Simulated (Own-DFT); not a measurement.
Simulation results for GaN (wurtzite, strained, atoms displaced)

Computed with Own-DFT development build. A calculation, not a measurement: plane-wave PBE density functional theory by an unreviewed code, no spin, of a simulated periodic cell, stress positive in tension, free energy of the whole cell less one offset for each atom, forces on such cells passed a denser k mesh, this cell's mesh not checked; offsets are fitted by least squares, one for each functional and potential file, so energies compare only between cells with the same atoms and settings and are not formation energies; the far tail of each file's local potential was reset to the Coulomb form; each entry is a single point on an unrelaxed cell, so the pressure reflects the starting lattice, mostly measured values (interpolated for alloys), from which strain is counted, and rises with the displacements; printed positions are rounded, which can move forces by about a meV/angstrom; the program, named Own-DFT, is a retired in-house code; no spin-orbit coupling.

```xyz
96
Lattice="12.8204 -0.0467 -0.1033 -4.8380 8.1601 -0.1213 -0.0840 -0.2003 10.5262" Properties=species:S:1:pos:R:3:force_x:R:1:force_y:R:1:force_z:R:1 formula=GaN functional=PBE potential_files=PseudoDojo_norm-conserving,scalar-relativistic,standard_set wave_cutoff=42 occupations=Fermi-Dirac smearing_width=0.1 hardware=one_NVIDIA_H200 k_mesh=3_x_4_x_3_centred_on_Gamma free_energy_of_cell_above_offsets=25.335 pressure=7.21 stress_xx=-6.55 stress_yy=-13.08 stress_zz=-2 stress_yz=-3.79 stress_xz=-1.58 stress_xy=-1.52 wall_time=1111
Ga    -0.0790     1.5424    10.4512      0.265     -0.086      0.928
Ga     1.5284     0.9048     2.5964      1.258      0.031       0.57
N      0.0085     1.7235     1.9383     -0.924      0.982     -0.742
N      1.4768     0.8548     4.5848      1.032     -0.584     -0.555
Ga    -0.1149     1.6795     5.2157       1.29      1.426      1.015
Ga     1.5580     0.7299     7.8649     -0.298      0.779      0.057
N      0.0056     1.6552     7.1719     -1.233      0.017      0.776
N      1.5226     0.6852     9.8250      0.304     -0.136      0.276
Ga    -1.5879     4.5069    -0.0676     -0.923     -0.115     -0.052
Ga     0.0159     3.5945     2.5569     -2.947     -1.799      1.369
N     -1.5918     4.5016     1.8938     -0.894     -0.821     -0.052
N     -0.0169     3.5151     4.5189     -1.215     -0.199      0.053
Ga    -1.7194     4.3804     5.1079      2.673      0.645      1.262
Ga    -0.1543     3.4937     7.8779      0.925     -1.304     -0.514
N     -1.7137     4.2447     7.1289     -0.054      1.849     -0.004
N     -0.1415     3.3241     9.8296       0.78      1.499      -0.33
Ga    -3.2247     7.2051    -0.1049      0.518      1.058      0.541
Ga    -1.7155     6.2710     2.5181       1.49       0.87      0.351
N     -3.2911     7.2337     1.9612      1.339     -0.023     -1.761
N     -1.7434     6.1784     4.5025      1.203      1.343      0.054
Ga    -3.2600     7.1893     5.0782     -0.546     -0.383       1.07
Ga    -1.6976     6.1308     7.7743     -0.452      0.205     -0.357
N     -3.3890     7.1110     7.1506      2.636     -0.474     -1.023
N     -1.7010     6.1724     9.7705      0.239     -0.716     -0.268
Ga     3.1364     1.5951    10.4526     -0.487      0.377     -0.176
Ga     4.7731     0.8811     2.6407     -0.069     -0.343     -0.826
N      3.1675     1.8163     1.8753      0.139     -1.535      0.328
N      4.7788     0.8068     4.5976     -1.168     -0.272      -0.25
Ga     3.1031     1.6044     5.2699       0.37      1.491     -1.289
Ga     4.7842     0.6951     7.7831     -0.557      1.554      0.962
N      3.1539     1.6882     7.1547      0.201     -2.638      0.433
N      4.7025     0.6665     9.8120      0.221      1.067     -0.869
Ga     1.5459     4.5435    -0.0197      0.321     -0.943     -0.293
Ga     3.2354     3.5490     2.5390     -1.932      0.943      0.998
N      1.3943     4.4556     1.9547      4.953      1.575     -2.193
N      3.1454     3.5253     4.5217     -0.222     -0.663      0.064
Ga     1.4973     4.4298     5.2057      0.584     -1.012     -0.483
Ga     3.1401     3.3865     7.7697     -0.114      2.294      0.703
N      1.5016     4.3062     7.1459      0.164      0.195      0.171
N      3.1826     3.4488     9.7258     -1.029     -0.474      0.658
Ga    -0.1134     7.0902    10.3478      0.596     -1.339      1.615
Ga     1.6074     6.2961     2.5447     -1.395     -0.621     -1.193
N      0.0064     7.2060     1.9372     -1.365      0.032     -1.201
N      1.5048     6.1570     4.3743      0.271      0.806      2.836
Ga     0.0121     7.1316     5.1112     -1.245     -0.596     -0.087
Ga     1.5083     6.1002     7.7646      0.945      0.482      0.604
N     -0.0065     7.0928     7.1502     -1.117     -1.614     -1.258
N      1.5548     6.1122     9.7419     -2.287     -0.451     -0.557
Ga     6.2638     1.6097    10.4301      1.423      -0.54      0.083
Ga     7.8963     0.8689     2.6155      1.544     -0.486     -0.795
N      6.4051     1.7272     1.8604     -1.346      1.157      0.347
N      7.8690     0.7612     4.5275      1.276      0.296      0.822
Ga     6.3253     1.7450     5.1265      0.794       0.09      1.235
Ga     7.9790     0.6768     7.8195     -0.621      1.606       0.44
N      6.2924     1.6550     7.1434      1.242     -0.173     -0.071
N      7.9565     0.6711     9.8429     -1.353     -0.168      -1.07
Ga     4.8524     4.4421    -0.0791     -0.162      1.108     -0.962
Ga     6.3338     3.5998     2.5399      0.668     -0.642      0.171
N      4.7281     4.4737     1.8575      1.028      0.231     -0.381
N      6.4176     3.5523     4.5109     -1.258      0.189     -0.438
Ga     4.6937     4.4455     5.1687      0.842     -0.233     -1.461
Ga     6.3476     3.4860     7.7738      0.015     -0.438     -0.232
N      4.7361     4.3912     7.0465      -0.01      -2.06      0.791
N      6.4114     3.3980     9.7337     -1.113      0.634      0.245
Ga     3.1033     7.1974    -0.1456      1.463      1.042      0.791
Ga     4.8484     6.3016     2.4811       -1.3      0.779     -0.697
N      3.0394     7.1932     1.8351      2.683      0.169     -0.737
N      4.6818     6.2345     4.3596      0.525      0.432      1.687
Ga     3.0615     7.0938     5.1584      0.713      0.357     -0.823
Ga     4.7514     6.0726     7.6918      0.272      2.765      0.986
N      3.1706     7.0684     7.1370     -0.738     -1.195     -1.108
N      4.6522     6.2040     9.6764      0.283     -1.815      0.059
Ga     9.5844     1.4621    10.3141     -1.581      2.442      1.675
Ga    11.2014     0.9086     2.5013     -0.377      -0.49      0.077
N      9.6007     1.7799     1.8099     -0.263     -1.862      0.234
N     11.1875     0.7747     4.5147     -0.864     -0.071     -1.323
Ga     9.6761     1.6964     5.1774     -1.965     -0.978     -0.223
Ga    11.0924     0.7049     7.8176      1.404      0.716      -0.27
N      9.5815     1.7024     7.1133     -0.525      -3.28     -0.129
N     11.1260     0.6454     9.8134      1.147     -1.106     -1.374
Ga     8.0589     4.5478    -0.1359     -0.331     -1.621      0.761
Ga     9.5789     3.5102     2.4392      0.753      0.758       0.83
N      7.9983     4.4110     1.9193     -0.619      0.606     -1.254
N      9.6162     3.4555     4.5357     -2.327     -0.227      -1.93
Ga     7.9964     4.4287     5.1304       0.09     -0.059     -0.108
Ga     9.4535     3.3967     7.6697      1.144      1.838      2.309
N      7.9699     4.3140     7.0833     -1.405      1.245     -0.201
N      9.4612     3.4039     9.7295      1.487      -0.74     -0.566
Ga     6.2341     6.9455    10.3307      1.268      0.549      0.266
Ga     8.0297     6.2565     2.3810     -1.487     -0.132      1.767
N      6.4328     7.2125     1.7735     -0.612     -0.596     -0.055
N      7.9409     6.2455     4.4883      0.192     -0.326     -1.417
Ga     6.3669     7.1630     5.0463     -0.712     -1.138     -0.269
Ga     7.9459     6.1969     7.7244     -0.896     -0.809     -0.165
N      6.3796     7.1304     6.9535      -0.93     -1.356      1.485
N      7.9817     6.0725     9.6954     -1.705      1.155     -0.364
```

Units: wave_cutoff in hartree; smearing_width, free_energy_of_cell_above_offsets in eV; pressure, stress_xx, stress_yy, stress_zz, stress_yz, stress_xz, stress_xy in GPa; wall_time in s; force_x, force_y, force_z in eV/Å.
